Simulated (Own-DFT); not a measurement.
## Calculated data, Si₇Ge (layered order of Si and Ge on the diamond lattice, atoms displaced)

Computed with Own-DFT development build. A calculation, not a measurement: plane-wave density functional theory by an unreviewed code, no spin, of a simulated periodic cell, stress positive in tension, run twice, with PBE and with PBEsol, both on files made for PBE, so the change isn't that of files made for PBEsol, forces on such cells passed a denser k mesh, this cell's mesh not checked; the far tail of each file's local potential was reset to the Coulomb form; each entry is a single point on an unrelaxed cell, so the pressure reflects the starting lattice, mostly measured values (interpolated for alloys), from which strain is counted, and rises with the displacements; printed positions are rounded, which can move forces by about a meV/angstrom; the program, named Own-DFT, is a retired in-house code; no spin-orbit coupling; stress was not checked against mesh or cutoff.

Si₇Ge (layered order of Si and Ge on the diamond lattice, atoms displaced)

```xyz
64
Lattice="10.9187 0.0000 0.0000 0.0000 10.9187 0.0000 0.0000 0.0000 10.9187" Properties=species:S:1:pos:R:3 Si7Ge
Ge    10.9173    10.8995     0.0448
Si     0.0117     2.7336     2.7216
Si     2.7299     0.0016     2.6822
Ge     2.7520     2.7143     0.0245
Si     1.3413     1.3146     1.3105
Si     1.3716     4.0710     4.0875
Si     4.0790     1.3249     4.0942
Si     4.1466     4.1193     1.3905
Si    10.9113    10.8910     5.3873
Si     0.0259     2.6791     8.1436
Si     2.7241     0.0043     8.2316
Si     2.7881     2.7283     5.4580
Si     1.3301     1.4078     6.8370
Si     1.3772     4.1057     9.5254
Si     4.0883     1.3957     9.5461
Si     4.1021     4.1109     6.8858
Ge    10.8964     5.4314     0.0277
Si    10.8874     8.2131     2.7515
Si     2.7078     5.4807     2.7066
Ge     2.7382     8.1919    10.8831
Si     1.4318     6.8325     1.4406
Si     1.3564     9.5363     4.0848
Si     4.0816     6.8650     4.0436
Si     4.0754     9.5689     1.3572
Si    10.8436     5.4478     5.4933
Si    10.9025     8.1994     8.1720
Si     2.7424     5.4967     8.2091
Si     2.7607     8.1757     5.4140
Si     1.3883     6.8069     6.8503
Si     1.3773     9.5871     9.6010
Si     4.1422     6.8000     9.5668
Si     4.0929     9.5457     6.8750
Ge     5.4731    10.9178    10.9173
Si     5.4856     2.7801     2.7224
Si     8.1892    10.8737     2.7377
Ge     8.1978     2.7172     0.0108
Si     6.8362     1.3816     1.4024
Si     6.8466     4.1226     4.0974
Si     9.5679     1.3690     4.1031
Si     9.5260     4.0916     1.3698
Si     5.4772    10.8921     5.5131
Si     5.4671     2.7194     8.2155
Si     8.1449    10.9131     8.1794
Si     8.1496     2.7565     5.4074
Si     6.8582     1.3981     6.7670
Si     6.8348     4.1616     9.5424
Si     9.5589     1.4403     9.5566
Si     9.5409     4.0719     6.7635
Ge     5.4679     5.4600    10.9055
Si     5.3835     8.1393     2.7290
Si     8.2220     5.4217     2.7623
Ge     8.1668     8.2512    10.9096
Si     6.7895     6.7962     1.3921
Si     6.8283     9.5332     4.1153
Si     9.5609     6.8570     4.1315
Si     9.5481     9.6102     1.3722
Si     5.4471     5.4552     5.4828
Si     5.4747     8.2294     8.1688
Si     8.1852     5.4589     8.2247
Si     8.1637     8.2049     5.4571
Si     6.8127     6.8202     6.8548
Si     6.8346     9.5488     9.5581
Si     9.5628     6.8609     9.5614
Si     9.5474     9.6055     6.7707
```

Settings of this run: functional PBE, then PBEsol, potential files PseudoDojo norm-conserving, scalar-relativistic, standard set, wave cutoff 42 hartree, occupations Fermi-Dirac, smearing width 0.1 eV and k mesh 3 x 3 x 3 centred on Gamma.

The calculation gives: PBE pressure 2.25 GPa; PBE stress xx -2.27 GPa; PBE stress yy -2.23 GPa; PBE stress zz -2.24 GPa; PBE stress yz 0.3 GPa; PBE stress xz 0.5 GPa; PBE stress xy 0.2 GPa; PBEsol pressure 0.74 GPa; PBEsol stress xx -0.77 GPa; PBEsol stress yy -0.72 GPa; PBEsol stress zz -0.73 GPa; PBEsol stress yz 0.31 GPa; PBEsol stress xz 0.51 GPa; PBEsol stress xy 0.2 GPa; rms change of force components from PBE to PBEsol 0.031 eV/Å.

Force:
```
force element  PBE force x (eV/Å)  PBE force y (eV/Å)  PBE force z (eV/Å)  PBEsol force x (eV/Å)  PBEsol force y (eV/Å)  PBEsol force z (eV/Å)
           Ge              -0.504               0.383              -1.071                 -0.492                  0.373                 -1.046
           Si               -0.03              -0.281              -0.238                 -0.029                  -0.28                 -0.248
           Si              -0.357              -0.052               0.447                  -0.36                  -0.05                  0.437
           Ge              -0.211               0.505              -0.061                 -0.207                   0.49                 -0.061
           Si               0.431               0.877               1.314                  0.414                   0.86                  1.194
           Si               -0.07               0.388               0.329                 -0.071                  0.387                  0.332
           Si               0.608               0.196              -0.123                  0.608                  0.187                 -0.129
           Si              -0.695              -0.076               0.172                 -0.684                 -0.062                  0.074
           Si                0.38               0.627               0.755                  0.382                  0.619                  0.741
           Si              -0.614               1.281               0.543                 -0.612                  1.275                  0.547
           Si              -0.178               0.328              -0.422                 -0.178                  0.326                 -0.415
           Si              -0.497               0.131               0.277                 -0.484                   0.13                  0.276
           Si               0.894              -1.222              -0.954                  0.891                 -1.215                 -0.954
           Si              -0.127               -0.28              -0.167                  -0.13                 -0.279                 -0.075
           Si               0.271              -0.468              -0.233                   0.26                 -0.457                  -0.13
           Si              -0.004              -0.194              -0.384                 -0.005                 -0.191                 -0.367
           Ge               0.565               0.627               -0.06                   0.55                  0.609                 -0.059
           Si               0.261              -0.256              -0.325                  0.249                 -0.252                 -0.336
           Si               0.657              -0.715               0.753                  0.655                 -0.722                  0.744
           Ge               0.112              -0.298                0.44                   0.11                 -0.292                  0.431
           Si              -1.249               0.443              -0.716                 -1.234                  0.461                 -0.798
           Si                0.43               0.168              -0.226                  0.435                  0.165                 -0.228
           Si              -0.151              -1.216               0.795                  -0.15                 -1.214                  0.787
           Si               0.286               -0.31               0.303                  0.287                 -0.308                    0.2
           Si               1.245               0.257              -0.467                  1.235                  0.256                 -0.465
           Si               0.335               0.436                   0                  0.331                  0.437                 -0.001
           Si               0.061              -0.271               0.092                  0.063                 -0.263                  0.099
           Si              -0.419               0.228                0.73                 -0.413                  0.226                  0.724
           Si               -0.35               0.287              -0.528                 -0.345                  0.285                 -0.526
           Si              -0.471              -0.465              -1.087                 -0.469                 -0.462                 -0.971
           Si              -0.265               0.723              -0.876                 -0.246                  0.711                 -0.766
           Si              -0.386               0.169              -0.509                 -0.394                  0.167                 -0.502
           Ge              -0.088               0.335               0.077                 -0.087                  0.325                  0.074
           Si              -0.166              -0.595               0.582                 -0.166                 -0.591                  0.577
           Si              -0.155               0.764               0.368                 -0.156                  0.753                  0.365
           Ge              -0.519               0.529              -0.074                 -0.507                  0.517                  -0.07
           Si              -0.065              -0.353                0.23                 -0.059                 -0.347                  0.134
           Si              -0.609               0.095               0.012                 -0.609                  0.104                  0.011
           Si              -0.338               0.032              -0.448                 -0.337                  0.038                 -0.441
           Si               0.317               -0.26                0.65                  0.314                 -0.261                  0.538
           Si               -0.23               0.194              -0.478                 -0.229                  0.186                 -0.467
           Si               0.408                0.28              -0.334                  0.413                   0.27                 -0.324
           Si               0.681               0.557               0.015                  0.669                  0.548                  0.024
           Si               0.643              -0.316               0.122                  0.636                 -0.313                  0.112
           Si              -0.488              -0.155               0.693                 -0.476                 -0.146                  0.685
           Si              -0.047              -1.126              -0.161                 -0.062                 -1.109                  -0.06
           Si               0.094               -1.23              -0.689                  0.078                 -1.207                 -0.584
           Si              -0.414              -0.217               1.034                 -0.417                 -0.225                  1.033
           Ge               0.109              -0.079                0.32                  0.105                 -0.079                  0.313
           Si               1.027               1.061              -0.377                  1.018                  1.058                 -0.387
           Si              -0.127               0.845              -0.175                 -0.119                  0.838                 -0.176
           Ge               0.287               -0.84               0.639                   0.28                 -0.819                  0.623
           Si               0.628               0.328               0.422                  0.618                  0.315                  0.328
           Si              -0.636              -0.134              -0.415                 -0.635                 -0.131                 -0.419
           Si              -0.299              -0.228              -0.234                 -0.294                  -0.22                 -0.232
           Si              -0.161              -0.868               0.568                 -0.145                 -0.852                  0.454
           Si              -0.074               0.312              -0.254                  -0.08                  0.307                 -0.256
           Si              -0.024              -0.626                0.56                 -0.023                 -0.618                   0.56
           Si               0.586               0.273              -0.643                  0.593                   0.27                 -0.636
           Si               0.169              -0.312               0.386                  0.165                 -0.313                  0.388
           Si                0.19               0.061               -0.29                   0.19                  0.057                 -0.283
           Si              -0.448               0.394              -0.795                 -0.438                  0.384                 -0.675
           Si              -0.099              -0.227              -0.284                 -0.099                 -0.223                 -0.184
           Si              -0.106              -0.445               0.469                 -0.105                 -0.434                  0.465
```
